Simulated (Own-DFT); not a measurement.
## Calculated data, AlN (wurtzite, atoms displaced)

All values are calculated (Own-DFT development build). A calculation, not a measurement: plane-wave PBE density functional theory by an unreviewed code, no spin, of a simulated periodic cell, stress positive in tension, free energy of the whole cell less one offset for each atom, forces on such cells passed a denser k mesh, this cell's mesh not checked; offsets are fitted by least squares, one for each functional and potential file, so energies compare only between cells with the same atoms and settings and are not formation energies; the far tail of each file's local potential was reset to the Coulomb form; each entry is a single point on an unrelaxed cell, so the pressure reflects the starting lattice, mostly measured values (interpolated for alloys), from which strain is counted, and rises with the displacements; printed positions are rounded, which can move forces by about a meV/angstrom; the program, named Own-DFT, is a retired in-house code; no spin-orbit coupling.

Common to all runs: functional PBE; potential files PseudoDojo norm-conserving, scalar-relativistic, standard set; wave cutoff 42 hartree; occupations Fermi-Dirac; smearing width 0.1 eV; k mesh 2 x 2 x 2 centred on Gamma.

(1) AlN (wurtzite, atoms displaced)

```xyz
128
Lattice="12.4480 0.0000 0.0000 -6.2240 10.7803 0.0000 0.0000 0.0000 9.9640" Properties=species:S:1:pos:R:3 AlN
Al    -0.0251     1.8042     9.9265
Al     1.5769     1.0428     2.4952
N      0.0896     1.7756     1.8350
N      1.5600     1.0558     4.5843
Al     0.0515     1.7918     5.0088
Al     1.5207     0.8945     7.5535
N      0.1336     1.7823     6.9527
N      1.5510     0.9031     9.4491
Al    -1.3611     4.4066     9.9268
Al     0.0640     3.6054     2.5026
N     -1.5601     4.5940     1.9005
N      0.0488     3.6024     4.5464
Al    -1.5568     4.3790     4.9538
Al     0.0045     3.6554     7.3801
N     -1.6495     4.4605     7.0187
N      0.0413     3.6417     9.3835
Al    -3.1537     7.2345     9.9400
Al    -1.4485     6.2228     2.5840
N     -3.1126     7.1503     1.9690
N     -1.4959     6.2511     4.4348
Al    -3.1582     6.9732     4.8525
Al    -1.6315     6.2325     7.4966
N     -3.1261     7.2384     6.9505
N     -1.5066     6.1413     9.2754
Al    -4.7208     9.6774     9.8643
Al    -3.0142     8.8377     2.6090
N     -4.5710     9.8030     1.9393
N     -2.9594     8.8985     4.5332
Al    -4.6448     9.8536     4.9205
Al    -3.1339     9.0324     7.4165
N     -4.5643     9.8931     6.9241
N     -3.2029     9.1552     9.3299
Al     3.1232     1.7743     0.1577
Al     4.7041     0.8967     2.4613
N      3.0221     1.6942     1.7899
N      4.5514     0.9749     4.2758
Al     3.1926     1.8590     4.8121
Al     4.7542     0.9868     7.2752
N      3.0949     1.7931     7.1516
N      4.6226     0.7643     9.3918
Al     1.5753     4.5360     0.1034
Al     3.2768     3.7029     2.1810
N      1.6741     4.5353     1.8076
N      3.0059     3.5523     4.2569
Al     1.5026     4.3383     4.8701
Al     3.1873     3.6744     7.5040
N      1.5918     4.6010     6.9056
N      2.8896     3.6777     9.3652
Al    -0.1623     6.9430     0.1955
Al     1.6607     6.2539     2.4962
N     -0.0550     7.0550     1.8118
N      1.6876     6.3173     4.5572
Al    -0.0504     7.1337     4.9961
Al     1.3489     6.2764     7.6989
N      0.1155     7.1350     6.7388
N      1.4889     6.3199     9.3548
Al    -1.6151     9.6799     9.8865
Al     0.0822     9.0379     2.4215
N     -1.4806     9.9077     1.7393
N      0.0374     8.9565     4.4149
Al    -1.5991     9.8701     4.9671
Al     0.0547     9.0436     7.4652
N     -1.5529     9.8798     6.9388
N      0.0725     8.8291     9.2458
Al     5.9433     1.8116     0.1137
Al     7.7249     0.9254     2.4617
N      6.4458     1.7776     1.8772
N      7.6430     1.2047     4.3452
Al     6.1965     1.8142     4.9218
Al     7.8118     0.6776     7.4067
N      6.1984     1.7572     6.9588
N      7.9511     0.8582     9.4963
Al     4.6949     4.4406     0.0209
Al     6.4080     3.8953     2.5418
N      4.5716     4.5799     2.0192
N      6.1585     3.3635     4.5018
Al     4.7519     4.5823     4.9022
Al     6.2672     3.5951     7.4723
N      4.7686     4.3447     6.8583
N      6.2148     3.5936     9.4264
Al     3.3210     7.2725     9.8773
Al     4.7733     6.2488     2.4225
N      3.1994     7.2813     1.9142
N      4.5319     6.2585     4.2538
Al     3.1111     7.2944     5.0139
Al     4.5156     6.2595     7.5564
N      3.0998     7.0822     6.8731
N      4.4664     6.3408     9.4489
Al     1.5346     9.7787     0.0078
Al     3.0979     9.1359     2.5629
N      1.6764    10.0012     1.8793
N      3.0847     8.7881     4.3972
Al     1.5935     9.8158     5.1433
Al     3.1415     8.8894     7.3382
N      1.4470     9.7218     6.9170
N      3.0787     8.9710     9.3054
Al     9.1220     1.8050     0.0649
Al    10.7678     0.8685     2.3939
N      9.3579     1.7149     1.9859
N     10.8679     0.9636     4.3971
Al     9.3657     1.7883     5.0994
Al    10.7450     0.9650     7.4660
N      9.4206     1.7895     6.6758
N     11.0144     1.0791     9.5643
Al     7.6569     4.6625     0.0198
Al     9.2219     3.4776     2.5689
N      7.8122     4.4266     1.7955
N      9.3689     3.5342     4.4468
Al     7.7966     4.5671     5.0833
Al     9.1747     3.5372     7.3994
N      7.6761     4.6748     7.0312
N      9.2521     3.4126     9.4127
Al     6.2348     7.2920     0.1158
Al     7.8545     6.2655     2.5274
N      6.0387     7.2080     1.9219
N      7.6660     6.2478     4.4788
Al     6.3353     6.9640     5.1362
Al     7.7401     6.1682     7.5072
N      6.1223     7.1438     6.8604
N      7.8060     6.3677     9.2692
Al     4.6521     9.8888     0.0743
Al     6.2728     8.9806     2.5491
N      4.7186     9.9266     1.9417
N      6.1473     9.0838     4.3438
Al     4.7511     9.7616     4.9058
Al     6.1474     9.0183     7.5413
N      4.6269     9.8972     6.9520
N      6.2843     9.0157     9.2584
```

It finds free energy of cell above offsets -19.858 eV; pressure 12.63 GPa; stress xx -15.45 GPa; stress yy -11.16 GPa; stress zz -11.27 GPa; stress yz -0.21 GPa; stress xz 0.59 GPa; stress xy 0.4 GPa.

Force:
```csv
element,x (eV/Å),y (eV/Å),z (eV/Å)
Al,5.822,2.444,0.97
Al,-1.399,-3.091,1.276
N,-2.147,1.659,1.826
N,1.879,-3.489,-3.318
Al,-2.21,-0.081,1.501
Al,2.383,-0.366,0.952
N,-4.284,1.265,-1.214
N,-0.328,-1.273,-0.041
Al,-5.358,0.371,0.98
Al,-0.357,-0.626,-0.647
N,0.044,-3.289,0.359
N,-4.245,-1.844,-3.007
Al,0.788,1.532,1.722
Al,1.419,-0.927,1.485
N,-0.549,-0.822,-2.564
N,2.295,-1.577,-0.961
Al,1.607,-0.196,-0.62
Al,-1.216,0.661,-0.292
N,0.566,-0.984,-0.524
N,-2.204,-1.66,-0.773
Al,2.444,3.223,3.339
Al,1.312,1.527,-1.841
N,-0.91,-2.2,-1.326
N,-2.405,1.431,2.32
Al,0.821,6.575,3.336
Al,-0.193,3.359,-1.079
N,-0.526,-0.447,0.523
N,-3.832,-1.79,-2.397
Al,0.022,1.411,1.456
Al,1.47,-0.72,0.564
N,-3.8,0.103,-1.699
N,2.295,-5.124,-0.841
Al,-1.401,-1.127,-8.442
Al,-0.019,-0.09,-1.581
N,4.023,2.535,5.529
N,3.465,-2.964,0.703
Al,-3.16,1.313,3.211
Al,-5.353,-2.855,3.756
N,1.371,1.075,-2.859
N,0.395,1.43,0.074
Al,-2.547,1.639,-3.897
Al,-8.39,-6.214,4.296
N,-1.398,-0.401,3.885
N,2.563,1.037,-0.925
Al,4.944,5.042,3.375
Al,-2.552,-1.772,-0.584
N,-0.325,-1.763,-0.645
N,5.925,-1.931,1.146
Al,2.896,1.937,-7.873
Al,0.643,1.719,1.053
N,1.73,2.232,6.94
N,-3.326,-1.787,-3.665
Al,3.193,0.7,-0.504
Al,2.002,-0.445,-5.506
N,-3.298,1.309,3.077
N,0.788,-0.104,5.543
Al,2.594,2.746,-0.621
Al,-0.275,-0.73,0.699
N,-0.175,-1.534,2.89
N,-0.434,0.96,-1.185
Al,3.038,1.251,1.418
Al,-5.522,-4.669,0.538
N,0.893,0.823,-1.58
N,-1.7,0.294,3.148
Al,3.247,-1.061,-1.537
Al,3.981,-1.395,2.358
N,-6.837,3.947,-0.81
N,5.122,-4.875,0.149
Al,-2.988,-5.093,3.375
Al,-0.497,3.319,2.356
N,5.277,1.74,-1.929
N,-6.972,-4.949,-4.716
Al,-2.459,1.48,-0.844
Al,-5.585,-5.546,1.935
N,9.497,1.096,-3.396
N,1.382,11.02,-3.212
Al,-3.011,-2.377,0.917
Al,-0.948,-1.611,1.012
N,-1.075,2.891,-0.188
N,-0.529,0.408,-0.276
Al,-11.06,4.749,4.792
Al,-5.91,1.978,2.301
N,-0.641,-0.059,-0.76
N,3.357,0.614,1.887
Al,0.369,-7.681,1.901
Al,1.894,-0.991,-1.008
N,-0.655,1.671,0.466
N,10.8,-7.022,-2.996
Al,0.267,0.975,-0.704
Al,1.229,-2.98,-0.944
N,-1.926,-1.932,0.336
N,0.455,8.895,-0.846
Al,-1.076,0.104,-3.793
Al,-0.534,-0.541,2.273
N,5.927,2.884,-1.485
N,1.665,1.055,-0.227
Al,6.8,1.615,2.682
Al,4.769,0.85,1.882
N,-3.12,2.619,-1.088
N,0.479,-1.619,-0.426
Al,-1.149,-0.873,-9.672
Al,4.579,-0.841,2.216
N,-3.207,0.35,8.991
N,-7.451,-4.85,-3.112
Al,2.457,-2.948,-2.206
Al,2.84,0.11,-1.197
N,2.271,3.543,1.56
N,-2.003,2.05,-0.106
Al,-0.44,-3.931,0.459
Al,2.057,0.223,2.712
N,1.137,-9.614,-4.502
N,-0.238,4.857,-1.623
Al,-0.812,-0.777,-2.636
Al,-1.552,0.28,-0.809
N,6.55,1.305,-0.861
N,4.296,-1.937,-3.907
Al,-7.074,4.426,-0.826
Al,0.573,10.62,0.903
N,0.521,0.14,2.665
N,-1.69,0.103,3.733
Al,-0.167,1.616,-1.525
Al,-0.173,1.097,-1.019
N,-0.212,-1.715,-0.163
N,5.391,-3.631,0.298
Al,-4.563,3.747,2.368
Al,1.495,-0.417,-3.879
N,-0.095,0.443,-1.539
N,-3.82,-2.263,3.364
```

(2) AlN (wurtzite, atoms displaced)

```xyz
128
Lattice="12.4480 0.0000 0.0000 -6.2240 10.7803 0.0000 0.0000 0.0000 9.9640" Properties=species:S:1:pos:R:3 AlN
Al     0.0895     1.9004     9.9139
Al     1.5296     0.9218     2.5286
N      0.1655     1.8352     1.8735
N      1.5387     0.8162     4.4153
Al     0.1281     1.8211     5.0799
Al     1.5057     0.8453     7.4515
N     -0.0442     1.5331     7.0091
N      1.5989     1.1040     9.3558
Al    -1.5466     4.3900     9.8036
Al     0.0100     3.4362     2.3415
N     -1.6564     4.4525     1.9070
N      0.0896     3.4681     4.4504
Al    -1.6040     4.5972     5.2712
Al     0.0284     3.6555     7.5377
N     -1.4964     4.5955     6.7896
N      0.0814     3.5383     9.3183
Al    -3.1582     7.0567     0.0897
Al    -1.5818     6.2463     2.4039
N     -3.0479     7.2227     1.8500
N     -1.5850     6.2979     4.6021
Al    -3.2553     7.2674     5.0025
Al    -1.6720     6.3407     7.6102
N     -3.1721     7.1894     7.1409
N     -1.4667     6.2996     9.5416
Al    -4.5148     9.8428     9.9051
Al    -3.0663     8.9457     2.4062
N     -4.7366     9.9036     1.7660
N     -3.2262     9.0288     4.4766
Al    -4.6269     9.7669     4.9295
Al    -3.2777     8.9947     7.4563
N     -4.5099    10.0112     7.0540
N     -3.1915     9.0124     9.3873
Al     2.9683     1.9163     0.1829
Al     4.7103     0.9240     2.4704
N      2.9252     1.8505     2.0907
N      4.6894     0.9914     4.3072
Al     3.1705     1.8970     4.9866
Al     4.6879     1.0344     7.5609
N      3.1009     1.6139     6.8137
N      4.6340     0.8184     9.4269
Al     1.5612     4.3879     9.8752
Al     3.0717     3.4565     2.3687
N      1.7215     4.4360     1.7505
N      3.0760     3.6481     4.1630
Al     1.5087     4.4978     4.8591
Al     3.0570     3.5993     7.4731
N      1.6284     4.4860     7.0273
N      3.1492     3.3898     9.3374
Al    -0.0758     7.1704     0.0714
Al     1.3736     6.1970     2.6876
N     -0.0655     7.1955     1.8657
N      1.6492     6.3149     4.4761
Al     0.0249     7.3740     4.9985
Al     1.6306     6.2477     7.4116
N      0.1132     7.2874     6.9439
N      1.7579     6.3510     9.4524
Al    -1.6360     9.8667     9.9171
Al     0.0693     9.0043     2.5723
N     -1.4855     9.6549     1.9725
N      0.0488     8.9286     4.4475
Al    -1.6024     9.8700     4.6922
Al    -0.0955     8.8954     7.4753
N     -1.5930     9.8034     6.9345
N      0.1664     8.8819     9.4296
Al     6.0513     1.7893     9.9598
Al     7.6744     0.8940     2.4099
N      6.2761     1.9109     1.8257
N      7.7035     0.8149     4.2794
Al     6.3587     1.7528     4.9744
Al     7.6097     1.0391     7.3593
N      6.1728     1.7445     6.9283
N      7.8699     0.7327     9.4568
Al     4.5865     4.5546     9.9516
Al     6.0053     3.5640     2.5887
N      4.8954     4.6769     1.8340
N      6.2647     3.6331     4.5240
Al     4.7626     4.4799     4.9775
Al     6.2334     3.5286     7.4748
N      4.7041     4.5993     6.9955
N      6.2556     3.4013     9.4218
Al     3.1575     7.2181     0.0207
Al     4.4841     6.3416     2.6160
N      2.9967     7.1350     2.0130
N      4.6657     6.4258     4.3890
Al     3.0057     7.0879     4.9970
Al     4.6632     6.3085     7.2817
N      3.0732     7.2201     6.9830
N      4.5481     6.4060     9.4432
Al     1.4958     9.8803     9.9474
Al     3.1442     8.9074     2.4188
N      1.6263     9.9067     2.0313
N      3.0513     8.9437     4.6137
Al     1.6315     9.8097     5.1027
Al     2.9000     9.1343     7.4247
N      1.6329    10.0277     6.7957
N      3.0973     8.9217     9.3897
Al     9.4760     1.7562     0.1706
Al    10.6477     0.8020     2.3037
N      9.3284     1.6809     1.7413
N     10.7413     0.8635     4.3531
Al     9.3208     1.8793     4.9726
Al    10.9053     0.9794     7.5772
N      9.3472     1.7848     7.0657
N     11.0035     0.9534     9.2720
Al     7.6939     4.5921     0.0047
Al     9.3462     3.5924     2.3647
N      7.8187     4.6863     1.8309
N      9.4517     3.5989     4.4917
Al     7.7144     4.6476     5.0685
Al     9.3177     3.4355     7.6877
N      7.7500     4.4973     6.8325
N      9.3726     3.4655     9.3227
Al     6.2050     7.0602     9.9416
Al     7.7401     6.3487     2.5441
N      6.2322     7.2473     1.8600
N      7.7671     6.2781     4.3674
Al     6.2936     7.1401     5.0226
Al     7.8761     6.1756     7.4650
N      6.1421     7.1795     6.9816
N      7.8629     6.1974     9.2702
Al     4.7470    10.0700     9.7524
Al     6.1489     9.0363     2.6743
N      4.6037     9.8798     1.9662
N      6.1598     9.0202     4.3309
Al     4.5963     9.9089     4.9335
Al     6.2753     9.1138     7.5024
N      4.5278     9.8810     6.8933
N      6.3408     9.0353     9.2659
```

The calculation gives: free energy of cell above offsets -24.349 eV; pressure 12.28 GPa; stress xx -10.96 GPa; stress yy -14.07 GPa; stress zz -11.81 GPa; stress yz 0.68 GPa; stress xz -1.18 GPa; stress xy 1.18 GPa.

Force:
```csv
element,x (eV/Å),y (eV/Å),z (eV/Å)
Al,-0.374,-3.486,1.159
Al,-1.372,-3.372,0.987
N,-3.477,-2.874,-2.374
N,0.967,0.451,0.237
Al,-2.347,-2.827,-0.192
Al,1.998,3.275,2.201
N,1.83,5.123,-2.998
N,-0.059,-2.887,-0.4
Al,0.197,1.344,2.329
Al,-0.268,4.634,2.815
N,3.639,-0.062,-1.911
N,-1.236,2.688,-1.031
Al,-0.199,-1.455,-13.34
Al,-0.148,-1.088,-2.666
N,0.452,-1.038,14.64
N,-2.22,2.352,0.395
Al,0.551,1.895,-2.05
Al,0.159,0.023,1.739
N,-1.478,-1.032,2.273
N,-0.048,1.903,-2.102
Al,3.093,-1.459,1.014
Al,3.292,0.056,-0.86
N,0.086,0.749,-3.382
N,-3.637,-2.559,-2.559
Al,-5.932,3.418,1.286
Al,-2.879,0.741,0.271
N,1.418,-0.012,2.83
N,4.168,-3.019,-2.984
Al,-4.95,4.703,2.131
Al,5.818,-1.432,2.104
N,-5.106,-2.875,-4.338
N,4.76,-3.724,-0.851
Al,1.25,-4.412,-0.159
Al,-0.667,-0.452,-0.604
N,4.491,-4.621,-3.441
N,0.555,-0.718,0.615
Al,-1.156,-1.442,-1.079
Al,-2.563,-4.049,-0.441
N,0.377,3.598,0.272
N,-1.146,1.455,0.71
Al,2.117,3.671,0.153
Al,1.575,6.349,1.509
N,-3.474,0.796,1.558
N,1.56,0.316,3.791
Al,1.169,-0.619,1.514
Al,2.689,-2.006,0.273
N,-2.199,-0.397,-2.534
N,0.643,4.88,-0.428
Al,5.254,0.821,-0.728
Al,1.942,0.776,-4.254
N,0.698,-0.828,3.218
N,-6.023,-2.831,-1.105
Al,-1.069,-6.252,2.845
Al,-0.704,2.042,2.937
N,-1.161,-3.997,-1.338
N,-4.989,-3.536,-1.709
Al,1.886,-1.878,0.12
Al,1.768,-1.39,-0.813
N,-0.696,4.121,-0.567
N,-0.803,4.833,-2.064
Al,1.101,0.918,3.377
Al,1.028,3.684,1.514
N,-0.283,1.174,-0.783
N,-4.473,0.427,-1.242
Al,3.281,-2.638,0.601
Al,1.66,-0.381,0.171
N,-2.232,-1.024,1.365
N,1.511,1.013,1.319
Al,-2.363,0.412,-0.001
Al,6.358,-4.372,3.913
N,-2.009,3.352,-2.628
N,-1.254,4.852,-1.547
Al,0.841,0.142,-0.566
Al,3.759,0.833,-0.197
N,-3.609,-1.235,0.2
N,0.136,-1.27,-1.52
Al,-2.884,1.589,0.504
Al,-0.395,1.587,0.842
N,-0.528,-4.233,-1.913
N,-0.284,4.941,-2.25
Al,-1.537,1.747,1.718
Al,2.546,-0.115,-2.492
N,-0.665,0.163,-0.367
N,0.518,-2.359,2.133
Al,5.193,4.472,2.766
Al,-2.286,2.505,3.303
N,0.541,-0.115,-2.416
N,4.332,-3.654,-2.018
Al,2.867,-1.992,1.8
Al,-1.368,0.569,1.543
N,-1.453,-0.856,-1.461
N,1.671,-1.733,-3.034
Al,-1.762,1.74,-3.441
Al,4.896,-3.611,2.584
N,-5.158,1.784,2.093
N,0.519,3.043,-0.177
Al,-2.049,-0.723,-10.54
Al,4.87,-0.037,4.928
N,-3.281,3.362,7.572
N,1.414,1.191,-0.783
Al,0.355,-1.928,0.707
Al,-3.14,-3.254,-3.651
N,-1.51,0.023,-2.802
N,-0.208,2.602,4.883
Al,0.162,-3.609,0.652
Al,-2.251,-0.4,2.337
N,0.156,-2.89,1.184
N,-2.164,1.613,-1.492
Al,2.422,-3.463,-1.761
Al,-0.488,2.028,-6.816
N,0.69,-1.642,2.358
N,-0.084,1.64,5.854
Al,-0.098,2.696,-0.168
Al,-0.142,0.613,-1.986
N,-0.438,0.06,1.376
N,0.189,1.588,0.813
Al,-2.626,2.05,0.54
Al,-3.268,1.317,0.409
N,4.157,1.114,-2.09
N,-1.256,1.088,1.304
Al,-0.579,-5.768,1.5
Al,0.788,-0.363,-7.571
N,1.3,-1.124,-1.832
N,1.512,-1.111,5.873
Al,-0.381,-0.07,1.804
Al,-1.919,-0.987,-1.662
N,2.432,1.004,0.392
N,-0.8,-0.357,2.347
```
